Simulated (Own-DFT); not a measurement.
Hf$_{36}$O$_{71}$ (tetragonal hafnia with one neutral oxygen vacancy, atoms displaced) (calculated)

A calculation, not a measurement: plane-wave PBE and HSE06 DFT by an unreviewed code, no spin, of a simulated cell at Gamma alone, so results move with cell size and shape, stress positive in tension, energies less offsets, not probed for a lower state with spin; hafnium file: forces about 75 meV/angstrom off all-electron values; oxygen file: force components 24 meV/angstrom off all-electron in a glass; k mesh not checked against a denser one; forces and stress are PBE's, HSE06 gives the energy alone, and its difference from PBE has offsets of its own; offsets are fitted by least squares, one for each functional and potential file, so energies compare only between cells with the same atoms and settings and are not formation energies; the far tail of each file's local potential was reset to the Coulomb form; each entry is a single point on an unrelaxed cell, so the pressure reflects the starting lattice, taken from the Materials Project, from which strain is counted, and rises with the displacements; printed positions are rounded, which can move forces by about a meV/angstrom; the program is a retired in-house code; no spin-orbit coupling. Program: Own-DFT development build.

Common to all runs: first functional PBE; second functional HSE06; exact exchange share 0.25; screening 0.11 1/bohr; exchange divergence Gygi-Baldereschi; potential files PseudoDojo norm-conserving, scalar-relativistic, made for PBE, standard set; wave cutoff 48 hartree; occupations fixed; k mesh 1 x 1 x 1 centred on Gamma.

(1) 
```xyz
107
Lattice="10.7800 0.0000 0.0000 0.0000 10.7800 0.0000 0.0000 0.0000 10.4493" Properties=species:S:1:pos:R:3:force_x:R:1:force_y:R:1:force_z:R:1 formula=Hf36O71 PBE_energy_of_cell_above_offsets=-87.229 HSE06_less_PBE_above_offsets=0.569 PBE_pressure=5.58 PBE_stress_xx=-5.59 PBE_stress_yy=-5.07 PBE_stress_zz=-6.09 PBE_stress_yz=0.3 PBE_stress_xz=-1.86 PBE_stress_xy=0.04
Hf    10.7353    10.7324    10.2941      1.482     -0.137        3.3
Hf     1.8421     1.7651     2.5907     -2.545     -0.114     -1.243
O      1.8875    10.7242     3.6090     -0.087      1.556      0.584
O      0.0517     1.7611     4.3312      -0.45      1.154     -2.073
O      1.9121     0.0682     0.8827     -1.643      0.413      1.502
Hf    10.6808     0.0459     5.1058      1.647     -3.088      1.729
Hf     1.8786     1.8132     7.8052     -2.603     -1.809       2.05
O     10.7419     1.8423     6.7620      0.616      0.088      1.409
O      1.7447     0.0008     9.0159     -0.186     -0.075     -3.169
O     10.7461     1.7740     9.5014     -0.958     -0.571     -1.321
O      1.8137     0.0219     6.2623     -1.565     -0.041     -0.381
Hf    10.7711     3.4782    10.4246     -0.757      2.712      1.064
Hf     1.6554     5.3582     2.6918      1.321       0.31     -2.118
O     10.7157     5.3544     1.6148      0.928     -0.114      0.049
O      1.5734     3.5584     3.5789      0.922     -0.732     -0.049
O      0.1459     5.4506     4.1468     -0.966     -0.465      1.661
O      1.7470     3.4973     1.0382     -0.031     -0.024      0.743
Hf    10.7690     3.5296     5.2998     -1.169       0.59     -1.502
Hf     1.7677     5.4322     7.7657      1.886     -1.029      3.039
O      0.0927     5.4243     6.8200     -1.741     -1.045     -1.577
O      1.7752     3.5038     8.9781      0.122     -0.007       -2.3
O     10.7398     5.2504     9.4694      1.165      1.953      0.033
O      1.7823     3.4850     5.9799     -0.802      0.485      3.917
Hf    10.7389     7.2240     0.0355     -2.213      -2.95       1.08
Hf     1.8277     8.9809     2.6680     -1.104       0.71     -2.201
O     10.7270     9.0784     1.7049      1.671     -0.329     -1.859
O      1.8405     7.2673     3.5719      0.579     -2.526      1.641
O     10.7782     8.9024     4.0998        0.8      1.333      2.536
O      1.7076     7.1713     0.9569      0.135      0.116      0.377
Hf     0.1561     7.1674     5.3315     -4.518       1.24     -1.667
Hf     1.7138     8.9363     7.8469      2.125      2.025     -0.314
O     10.6928     8.8993     6.8810      0.713      0.649     -0.346
O      1.8962     7.1429     8.6464     -0.724      0.507      2.731
O     10.6506     8.9034     9.4653      0.363     -0.043     -0.955
O      1.7751     7.1995     6.3386      2.602       -0.2     -1.273
Hf     3.7665     0.0378    10.4147      -2.82     -2.701     -0.953
Hf     5.1727     1.8024     2.5518      3.096      1.843      1.419
O      3.5141     1.8090     1.4365      1.387     -0.644      1.753
O      5.3985     0.0546     3.8089      -0.69      0.459     -2.495
O      3.5981     1.7832     4.2326     -0.372      2.034     -2.304
O      5.4656    10.6876     1.0577     -0.484      1.317      0.886
Hf     3.5371     0.1234     5.1893      1.283     -4.612      1.873
Hf     5.3805     1.8716     7.7230      0.377      -0.17      0.769
O      3.5085     1.7810     6.7657      1.683       0.34     -0.276
O      5.4398    10.7293     8.8170       0.43      1.725       0.97
O      3.6544     1.7689     9.4577      0.135      0.272     -1.751
O      5.4169    10.7559     6.2542     -0.633      0.132      0.268
Hf     3.5297     3.5134     0.0700      1.086      3.026     -1.142
Hf     5.3954     5.3889     2.7754      0.986       0.32     -3.391
O      3.7288     5.4257     1.6132     -3.422       0.67     -0.167
O      5.3522     3.5935     3.6290      0.111     -2.751       0.73
O      3.6655     5.2234     4.1540     -1.608      1.796      1.685
O      5.2636     3.6705     1.1707      1.495     -2.358     -1.295
Hf     3.5085     3.5407     5.2772      5.091      1.158     -1.742
Hf     5.2804     5.3532     7.8785      3.359      0.247       2.75
O      3.7337     5.4124     6.8550     -4.925      0.108     -3.338
O      5.3901     3.5637     8.8530      0.299     -0.832      0.286
O      3.6268     5.3029     9.3258     -0.987     -0.074      1.433
O      5.3597     3.5573     6.3260      0.087     -0.366     -0.932
Hf     3.5484     7.2660     0.1231      3.166     -1.344     -1.543
Hf     5.3879     9.1164     2.6536      1.057     -1.832     -0.278
O      3.5485     9.0315     1.4658      0.588     -0.457      1.237
O      5.3325     7.2522     3.6379     -0.242     -0.096      0.378
O      3.6583     8.9360     4.1753     -0.542      1.002      0.422
O      5.4417     7.2018     0.9698     -0.802      1.082      0.336
Hf     3.6424     7.1371     5.1840      1.044      1.016     -0.241
Hf     5.4642     9.0256     7.8361     -3.214     -1.821       0.11
O      3.5996     9.0443     6.8654     -0.208     -0.736     -0.541
O      5.3378     7.0752     8.9166      0.829      1.769     -1.362
O      3.6695     8.9681     9.3308     -0.415      0.512      1.327
O      5.4896     7.2137     6.1544     -3.543      0.197      1.586
Hf     7.1764     0.0249    10.4362      1.756       0.21      1.004
Hf     8.9357     1.8067     2.6068      2.058     -0.068      0.083
O      7.3689     1.7628     1.6319     -4.995     -0.331     -1.336
O      8.9721    10.7309     3.6385      0.342      4.408      2.312
O      7.1474     1.8239     4.3036      1.096     -0.414     -1.493
O      9.0021     0.0249     1.0047      0.074      0.617     -0.393
Hf     7.2899     0.0718     5.3176     -3.996     -0.672     -2.016
Hf     8.9417     1.7668     7.8915      -0.21      1.635     -0.371
O      7.1049     1.7461     6.6780      1.786      0.285       1.81
O      8.9575    10.7721     8.8389      0.407     -0.118     -0.057
O      7.2782     1.7917     9.3151      -0.74     -0.685        0.5
O      8.9752     0.0059     6.2002      1.906      0.074        1.6
Hf     7.2695     3.5472    10.4136     -2.465      2.239     -0.457
Hf     9.0208     5.3929     2.7194     -2.064      3.473     -2.566
O      7.1647     5.4630     1.6232     -0.035     -0.757      0.243
O      8.8617     3.6479     3.6000      0.934     -1.992      2.003
O      7.0719     5.3819     4.1152      0.926       0.35      2.171
O      8.8169     3.6399     1.0295      3.762     -0.701      0.929
Hf     7.2989     3.5868     5.1604     -2.676      0.827     -0.009
Hf     8.8274     5.3214     7.6552      2.875      0.347      3.178
O      7.2181     5.5108     6.8202     -3.846     -1.003     -2.114
O      8.9033     3.6156     8.8733      0.536     -2.022      -0.53
O      7.3078     5.3417     9.4182     -0.685     -0.246      0.333
O      8.9558     3.5414     6.3185      0.411      0.225      -0.84
Hf     7.2784     7.1439     0.0347     -1.645     -2.069      1.084
Hf     8.9660     9.0990     2.7197      0.274     -4.388     -2.632
O      7.2839     8.9633     1.6974     -2.266       1.01     -0.392
O      8.9794     7.2732     3.5481     -0.074      -1.99      2.118
O      7.1904     8.9769     4.1505     -0.547      1.668      1.141
O      8.8642     7.1180     1.2379      2.983      0.429     -3.248
Hf     7.0909     7.2987     5.1910      3.863     -1.587     -1.408
Hf     8.8791     8.9829     7.8525      1.676     -3.059      0.036
O      7.2127     8.9933     6.8004     -0.301      0.385      0.038
O      8.9409     6.9969     8.6463      0.246      3.759       2.87
O      7.2528     9.0081     9.6703      0.289     -0.519     -2.743
O      8.9609     7.2016     6.3142      0.652     -0.099     -2.409
```

Units: PBE_energy_of_cell_above_offsets, HSE06_less_PBE_above_offsets in eV; PBE_pressure, PBE_stress_xx, PBE_stress_yy, PBE_stress_zz, PBE_stress_yz, PBE_stress_xz, PBE_stress_xy in GPa; force_x, force_y, force_z in eV/Å.

(2) 
```xyz
107
Lattice="10.7800 0.0000 0.0000 0.0000 10.7800 0.0000 0.0000 0.0000 10.4493" Properties=species:S:1:pos:R:3:force_x:R:1:force_y:R:1:force_z:R:1 formula=Hf36O71 PBE_energy_of_cell_above_offsets=-100.674 HSE06_less_PBE_above_offsets=-0.137 PBE_pressure=1.11 PBE_stress_xx=-0.82 PBE_stress_yy=-0.76 PBE_stress_zz=-1.76 PBE_stress_yz=0.55 PBE_stress_xz=0.24 PBE_stress_xy=-0.02
Hf     0.0077    10.7599     0.0502     -1.047      0.535     -1.376
Hf     1.7553     1.7921     2.5870      1.215      1.516      0.639
O     10.7650     1.8208     1.5927      0.183     -0.467     -0.274
O      1.7860     0.0426     3.5771      0.336     -1.566      0.146
O      0.0441     1.7446     4.1832     -0.339      0.881     -0.008
O      1.7560    10.7238     0.9841      0.741     -0.026      0.771
Hf    10.7401     0.0006     5.2113      0.012     -0.237      0.574
Hf     1.8597     1.7599     7.8295     -1.402       0.25      0.208
O      0.0001     1.7940     6.8080      0.405     -0.053      0.096
O      1.8523     0.0017     8.8982     -0.512     -0.298     -0.244
O     10.7598     1.8147     9.4846      0.242      -0.62      0.056
O      1.8412     0.0596     6.2459     -1.331      0.001      0.048
Hf     0.0256     3.5931     0.0394     -0.178     -0.462     -0.127
Hf     1.7844     5.4475     2.6017     -0.699     -1.831      0.509
O     10.7265     5.3620     1.5498      0.753      0.441      0.221
O      1.7769     3.6209     3.6547      0.106      -0.41     -0.464
O      0.0034     5.3950     4.1979      0.019      0.391      0.107
O      1.7622     3.5832     1.0828      0.592      0.223     -0.863
Hf    10.7734     3.5706     5.2221      0.574      0.481     -0.522
Hf     1.7226     5.3966     7.8881      0.862     -0.594     -1.165
O      0.0277     5.3707     6.7803     -0.653       0.26      0.837
O      1.7753     3.5519     8.8769      0.064      0.674     -0.046
O     10.7502     5.4207     9.4324      0.367     -0.697     -0.506
O      1.8210     3.6345     6.2315     -0.256     -0.828      0.375
Hf    10.7513     7.1586    10.4274      0.243      0.371      0.737
Hf     1.8316     8.9692     2.5629     -0.885      0.152      1.089
O     10.7231     9.0255     1.6016      1.308     -0.122     -0.176
O      1.7973     7.1474     3.6122      -0.18      1.331      0.088
O     10.7764     8.9781     4.2085      0.278      0.174     -0.207
O      1.8031     7.2179     1.0176     -0.317     -0.011     -0.117
Hf     0.0244     7.2039     5.2174     -0.052     -0.577      0.371
Hf     1.7970     8.9604     7.8917      0.186      0.877     -1.608
O     10.7566     9.0114     6.8023      0.152     -0.149      0.696
O      1.8314     7.2410     8.8395     -0.224     -1.376      0.844
O     10.7454     8.9467     9.4579      0.183      0.488      -0.18
O      1.8385     7.2245     6.2653      -0.62      0.148     -0.194
Hf     3.5465    10.7652    10.4329      1.161      0.507      0.278
Hf     5.4758     1.7937     2.5782     -2.144     -0.392      1.117
O      3.5770     1.8342     1.5462       0.08     -0.373      0.371
O      5.4375    10.7511     3.6095     -0.251      0.231     -0.241
O      3.6176     1.7614     4.1776     -0.032      0.837      0.621
O      5.4152     0.0236     1.0407     -0.498     -0.021      -0.49
Hf     3.5294     0.0238     5.2143      1.535     -0.594     -0.078
Hf     5.3353     1.8021     7.8561      1.986     -1.205     -0.243
O      3.6196     1.7554     6.8648     -0.275      0.505     -0.877
O      5.3592    10.7575     8.8476      0.089      0.233       0.15
O      3.5736     1.7503     9.4335      0.353      1.154     -0.318
O      5.4091    10.7641     6.2360     -0.848      0.362     -0.117
Hf     3.6099     3.6147    10.4461     -1.022     -1.022      0.651
Hf     5.3240     5.3812     2.6142      0.349      0.054       0.54
O      3.5772     5.3624     1.5992     -0.241      0.294     -0.566
O      5.4014     3.6480     3.6468      0.174     -0.853     -0.202
O      3.6009     5.3846     4.2055       0.15      0.155      0.105
O      5.3612     3.6188     1.0175      0.797      0.003     -0.392
Hf     3.6112     3.6000     5.2646     -0.651      0.272      -1.06
Hf     5.3981     5.3859     7.8977     -0.433      0.119      -1.84
O      3.5146     5.3564     6.8081      1.422      0.078      0.726
O      5.3932     3.6009     8.8260     -0.234     -0.177      0.698
O      3.5844     5.3802     9.4169      0.014      0.496      0.403
O      5.4366     3.5538     6.2316     -0.677      0.476      0.626
Hf     3.6005     7.1989    10.4435     -0.313     -0.134     -0.248
Hf     5.3505     8.9589     2.6223      1.455      0.623      0.832
O      3.6019     8.9806     1.6029     -0.197      0.013     -0.359
O      5.3835     7.1714     3.6416     -0.275     -0.027     -0.318
O      3.5782     8.9400     4.2483     -0.206      0.789     -0.649
O      5.3765     7.1770     1.0285      0.089      0.087     -0.347
Hf     3.6516     7.1872     5.2702     -0.605     -0.564      -0.06
Hf     5.4514     8.9736     7.8429     -0.906      1.064     -0.802
O      3.5969     9.0505     6.8607      0.143     -0.484      0.254
O      5.3704     7.1799     8.8405       0.38     -0.401      0.858
O      3.5921     8.9827     9.4517     -0.064     -0.517      0.306
O      5.4107     7.1733     6.2477      0.268     -0.604      0.458
Hf     7.2188     0.0115     0.0487     -0.908     -0.093     -0.802
Hf     9.0123     1.7817     2.5919     -0.605      0.979      0.976
O      7.1624     1.8246     1.6056      1.384     -0.052     -1.121
O      9.0077     0.0324     3.6534      0.122     -0.731     -0.482
O      7.1964     1.7919     4.1534     -0.207      0.427      0.147
O      8.9655     0.0001     1.0324      0.425      0.392      0.354
Hf     7.1660     0.0029     5.2279      -0.47     -0.201     -0.295
Hf     8.9744     1.7661     7.7896     -0.031     -0.101       0.19
O      7.2184     1.7556     6.7863     -0.913      0.309      0.126
O      9.0164     0.0193     8.8662     -0.117     -0.931      -0.04
O      7.2074     1.7646     9.3736     -0.367      0.415       0.96
O      8.9408     0.0028     6.2128       0.87     -0.021      0.319
Hf     7.2028     3.5832    10.4246      0.337      -1.32      0.642
Hf     8.9556     5.4364     2.5976      0.667     -0.698      0.622
O      7.1685     5.3933     1.6306     -0.163      0.207     -0.521
O      9.0190     3.6401     3.6387     -0.095     -0.721     -0.457
O      7.1794     5.4174     4.2262      0.253     -0.613      0.159
O      8.9836     3.5613     1.0509     -0.501      0.082     -0.732
Hf     7.1559     3.6158     5.2041      1.071     -0.831     -0.209
Hf     8.9736     5.3575     7.9021     -0.103     -0.423     -1.849
O      8.9560     3.5521     8.8260      0.033      0.582      0.366
O      7.2245     5.3311     9.4524     -0.248      1.339     -0.442
O      8.9982     3.6028     6.2124     -0.814      0.427      0.373
Hf     7.1350     7.1620    10.4447      0.673      0.355       0.68
Hf     9.0137     8.9851     2.6080     -1.051      0.314      0.955
O      7.1983     9.0236     1.6167     -0.218      -0.56     -0.306
O      9.0216     7.2119     3.6495     -0.215     -0.219     -0.255
O      7.1503     8.9528     4.2305      0.362      0.068       -0.2
O      9.0182     7.1725     1.0167      -1.22      0.107     -0.269
Hf     7.2239     7.1386     5.2082     -0.452      1.472      0.325
Hf     8.9528     8.9372     7.9012       0.12      1.358     -1.492
O      7.1458     9.0054     6.7804      1.129     -0.188      0.848
O      9.0049     7.1769     8.8229     -0.274     -0.521      0.889
O      7.1814     8.9663     9.4273      0.161      -0.14      0.202
O      8.9441     7.1608     6.2536      0.671     -0.327      0.216
```

Units: PBE_energy_of_cell_above_offsets, HSE06_less_PBE_above_offsets in eV; PBE_pressure, PBE_stress_xx, PBE_stress_yy, PBE_stress_zz, PBE_stress_yz, PBE_stress_xz, PBE_stress_xy in GPa; force_x, force_y, force_z in eV/Å.
